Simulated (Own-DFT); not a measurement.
# Biaxial strain at fixed height in diamond-structure SiGeSn with randomly placed atoms, 64 atoms (Ge40Si16Sn8)

No measurement is shown. These are fixed-geometry runs of a retired plane-wave code named Own-DFT, which no person has reviewed; spin and spin-orbit coupling are neglected.

Settings: PBE; PseudoDojo norm-conserving scalar-relativistic files; cutoff 49 hartree; 3 x 3 x 3 k mesh centred on Gamma; Fermi-Dirac smearing of 0.1 eV.

Limits: forces on such cells moved up to 12 meV/angstrom on a denser k mesh; stress not checked against mesh or cutoff.

Unstrained cell vectors in Å: (11.410, 0.000, 0.000); (0.000, 11.410, 0.000); (0.000, 0.000, 11.410). The unstrained cell has measured lattice constants (interpolated for alloys), not those of this functional. That, the random moves and any unrelaxed bonds set the pressure at no strain. Each run strains x and y alike by e, as a substrate would, and holds the height along z. Each atom got a random Gaussian move of width 0.05 Å along each axis. The random placing of the alloy's atoms differs from row to row. Stress is positive in tension.

```
e (%),u (Å),(s_xx + s_yy)/2 (GPa),s_zz (GPa)
-2.75,0.052,-10.51,-8.70
-1.75,0.047,-8.06,-6.96
-0.75,0.053,?,?
-0.50,0.050,-5.78,-5.41
0.50,0.050,-3.73,-4.20
0.75,0.050,-3.50,-3.99
1.00,0.049,-2.83,-3.54
2.00,0.055,-1.38,-2.65
2.25,0.047,-1.09,-2.45
2.75,0.053,-0.30,-1.89
```

## Working it out

With e as a fraction, the in-plane stress is -4.7 + 184 e - 921 e² GPa (errors 2 and 138, scatter 0.12), and s_zz is -4.8 + 121 e - 695 e² GPa (slope ± 2, scatter 0.09). At e = 0 the first slope is C11 + C12 and the second 2 C12, both with the ions held to the strained lattice and at the cell's own pressure. The term in e² is negative: the layer stiffens under compression and softens under tension. A free layer would change its height as e changes, and the in-plane slope would drop by 2 C12²/C11 to the biaxial modulus. At fixed height, a misfit of 1 % moves the in-plane stress by about 1.8 GPa and s_zz by 1.2 GPa.

## Prediction

Q: what are the two stresses at e = -0.75 %?

The fit gives -6.1 and -5.7 GPa. The calculation gave -6.37 and -5.93 GPa.
